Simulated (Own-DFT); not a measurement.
Simulation results for GaN (wurtzite, strained, atoms displaced)

Computed with Own-DFT development build. A calculation, not a measurement: plane-wave PBE density functional theory by an unreviewed code, no spin, of a simulated periodic cell, stress positive in tension, free energy of the whole cell less one offset for each atom, forces on such cells passed a denser k mesh, this cell's mesh not checked; offsets are fitted by least squares, one for each functional and potential file, so energies compare only between cells with the same atoms and settings and are not formation energies; the far tail of each file's local potential was reset to the Coulomb form; each entry is a single point on an unrelaxed cell, so the pressure reflects the starting lattice, mostly measured values (interpolated for alloys), from which strain is counted, and rises with the displacements; printed positions are rounded, which can move forces by about a meV/angstrom; the program, named Own-DFT, is a retired in-house code; no spin-orbit coupling.

GaN (wurtzite, strained, atoms displaced)

```
GaN
1.0
     12.7560     0.0000     0.0000
     -4.7835     8.2853     0.0000
      0.0000     0.0000    10.6811
Ga N Ga N Ga N Ga N Ga N Ga N Ga N Ga N Ga N Ga N Ga N Ga N Ga N Ga N Ga N Ga N Ga N Ga N Ga N Ga N Ga N Ga N Ga N Ga N
2 2 2 2 2 2 2 2 2 2 2 2 2 2 2 2 2 2 2 2 2 2 2 2 2 2 2 2 2 2 2 2 2 2 2 2 2 2 2 2 2 2 2 2 2 2 2 2
Direct
  0.08280 0.22266 0.99345
  0.16734 0.11198 0.24629
  0.08571 0.22892 0.19056
  0.16699 0.11307 0.44180
  0.08416 0.22295 0.49710
  0.16248 0.10449 0.74893
  0.08581 0.22881 0.68860
  0.16521 0.11849 0.93949
  0.07717 0.54807 0.00591
  0.15877 0.43644 0.25916
  0.07897 0.55333 0.19097
  0.17738 0.45697 0.42916
  0.08444 0.56274 0.50357
  0.16477 0.44253 0.74980
  0.08683 0.56529 0.69000
  0.17220 0.45010 0.93236
  0.08454 0.87735 0.99374
  0.16498 0.76731 0.24967
  0.08756 0.88804 0.18836
  0.16448 0.78128 0.44266
  0.08453 0.88780 0.49995
  0.16361 0.78109 0.74462
  0.08280 0.88033 0.68729
  0.16230 0.77756 0.94714
  0.33247 0.22187 0.00370
  0.41354 0.11564 0.24750
  0.33860 0.22054 0.18632
  0.42922 0.11917 0.43215
  0.32957 0.21833 0.50159
  0.42141 0.11502 0.74713
  0.33152 0.22457 0.69032
  0.42147 0.12091 0.93289
  0.33322 0.56655 0.99781
  0.41871 0.43883 0.25340
  0.32996 0.54628 0.19469
  0.41995 0.44676 0.43872
  0.33418 0.55210 0.49459
  0.41512 0.44597 0.75173
  0.33230 0.55724 0.68928
  0.40882 0.43421 0.93523
  0.32866 0.89098 0.98789
  0.41786 0.77455 0.24733
  0.34206 0.89253 0.19101
  0.41276 0.77817 0.43584
  0.33580 0.89326 0.50664
  0.41891 0.78047 0.74913
  0.33315 0.89591 0.68713
  0.42786 0.79120 0.93535
  0.58608 0.22546 0.99917
  0.66489 0.11547 0.24921
  0.58031 0.21928 0.18595
  0.67212 0.12374 0.43788
  0.58706 0.22895 0.49738
  0.66949 0.11368 0.74614
  0.58219 0.22764 0.68947
  0.67265 0.11828 0.94085
  0.58972 0.56127 0.00190
  0.66309 0.44859 0.25217
  0.57738 0.55277 0.18570
  0.66885 0.44300 0.44705
  0.58196 0.55619 0.50803
  0.66737 0.44373 0.74637
  0.58608 0.55143 0.69180
  0.66916 0.44871 0.94754
  0.57961 0.88785 0.00133
  0.65970 0.77063 0.25370
  0.58907 0.88661 0.18799
  0.65870 0.78132 0.43804
  0.58586 0.88918 0.50122
  0.66046 0.77481 0.76026
  0.57960 0.89067 0.69280
  0.66361 0.76550 0.93815
  0.83942 0.23588 0.99784
  0.91333 0.10569 0.25044
  0.83225 0.22098 0.18883
  0.91097 0.10511 0.43264
  0.83023 0.21373 0.49310
  0.91058 0.11178 0.76205
  0.83519 0.22861 0.68630
  0.91427 0.11023 0.93923
  0.83565 0.55618 0.99450
  0.91793 0.44562 0.25642
  0.82785 0.55701 0.18512
  0.91838 0.44817 0.43235
  0.83199 0.55003 0.49593
  0.92190 0.44945 0.75648
  0.84189 0.56779 0.68208
  0.92427 0.44375 0.93855
  0.83691 0.89420 0.00270
  0.91386 0.77779 0.24671
  0.82935 0.87910 0.18432
  0.92362 0.78424 0.44272
  0.82919 0.87979 0.50692
  0.91598 0.77644 0.74241
  0.84269 0.90681 0.69264
  0.91970 0.78317 0.93790
```

| Quantity | Value |
| --- | --- |
| functional | PBE |
| potential files | PseudoDojo norm-conserving, scalar-relativistic, standard set with the stringent files for Ga |
| wave cutoff | 96 hartree |
| occupations | Gaussian |
| smearing width | 0.01 eV |
| k mesh | 3 x 4 x 3 centred on Gamma |
| stress zz | ? |

## Withheld values
1. What stress zz does the calculation give for GaN (wurtzite, strained, atoms displaced)?
2. Give the table of force values for GaN (wurtzite, strained, atoms displaced).

Answers
1. 4.6 GPa
2. 
Force:
```csv
element,x (eV/Å),y (eV/Å),z (eV/Å)
Ga,-0.022,0.773,1.158
Ga,0.081,-0.256,0.291
N,-0.321,-1.635,-0.875
N,0.047,-0.316,-0.926
Ga,-0.749,0.323,0.529
Ga,0.048,0.887,0.368
N,-0.547,-1.195,-0.4
N,1.143,-1.737,-0.515
Ga,2.174,1.148,0.268
Ga,0.763,1.267,-1.998
N,0.595,-0.604,-0.573
N,-1.9,-1.36,2.537
Ga,0.386,-0.579,-0.263
Ga,0.305,0.871,-0.109
N,0.199,-1.278,-0.339
N,-1.421,-0.172,0.784
Ga,-2.953,2.85,1.834
Ga,0.448,1.965,0.464
N,-0.597,-0.156,-0.227
N,1.317,-0.119,-0.765
Ga,-0.276,0.759,0.253
Ga,1.691,-0.178,1.27
N,-1.368,1.668,-0.383
N,2.454,-1.828,-2.249
Ga,-0.095,0.047,-0.754
Ga,2.142,-1.514,0.704
N,-2.062,0.548,-0.097
N,-2.099,-0.784,0.728
Ga,1.181,0.528,0.29
Ga,-1.293,0.335,0.575
N,0.327,-0.513,-0.676
N,-0.292,-0.975,0.226
Ga,1.292,-1.034,0.82
Ga,-1.213,0.282,-0.21
N,-0.199,0.575,-1.035
N,0.236,-0.73,0.032
Ga,0.227,1.263,0.931
Ga,-0.055,-0.441,0.325
N,0.251,0.282,-0.668
N,0.536,2.005,0.53
Ga,1.355,0.857,1.62
Ga,-0.042,-0.036,0.488
N,-1.42,-0.647,-1.077
N,0.96,0.278,0.552
Ga,0.053,0.101,-1.509
Ga,-1.124,-0.472,0.008
N,0.404,-0.596,0.675
N,-2.381,-1.379,-0.536
Ga,-0.131,-0.229,0.44
Ga,0.388,-0.508,-0.063
N,-0.032,0.879,0.131
N,-0.625,-1.685,-0.3
Ga,0.091,-0.916,0.969
Ga,-0.538,0.473,0.861
N,1.344,-0.463,-0.793
N,-0.073,-0.551,-0.764
Ga,-1.372,-2.095,0.278
Ga,0.672,-0.778,-0.225
N,0.748,0.299,0.463
N,-1.16,1.547,-1.509
Ga,0.261,-0.048,-0.36
Ga,0.894,0.553,1.105
N,-1.163,1.092,-0.284
N,0.48,-0.409,-1.792
Ga,2.16,1.295,0.775
Ga,0.813,0.37,-0.321
N,-1.244,0.549,-0.256
N,2.467,-1.232,0.148
Ga,-2.326,0.969,0.258
Ga,0.88,0.283,-1.066
N,1.394,0.178,-0.941
N,-0.256,2.665,0.17
Ga,-0.381,-2.411,1.518
Ga,0.069,0.007,-0.53
N,0.179,0.52,-0.369
N,0.981,-0.027,0.65
Ga,0.759,1.534,0.954
Ga,0.821,1.322,-1.571
N,0.113,-0.001,-0.014
N,-0.067,0.662,0.588
Ga,-0.289,0.568,1.001
Ga,-1.171,-0.356,-1.298
N,1,-0.392,0.295
N,0.563,-0.563,1.412
Ga,0.714,1.248,0.465
Ga,-0.409,0.01,-1.409
N,-0.407,-2.263,0.506
N,-1.752,0.954,-0.807
Ga,-0.267,-1.084,-0.189
Ga,1.222,0.032,0.537
N,-0.653,0.912,0.546
N,-1.595,-1.133,-0.847
Ga,0.032,0.996,-0.441
Ga,-0.373,1.331,1.323
N,-0.877,-2.469,-0.558
N,-0.07,-0.714,-0.757
```

Further results for GaN (wurtzite, strained, atoms displaced):

| Item | Value |
| --- | --- |
| free energy of cell above offsets | -5.481 eV |
| pressure | 1.6 GPa |
| stress xx | -5.02 GPa |
| stress yy | -4.37 GPa |
| stress yz | -0.7 GPa |
| stress xz | -0.5 GPa |
| stress xy | 0.27 GPa |
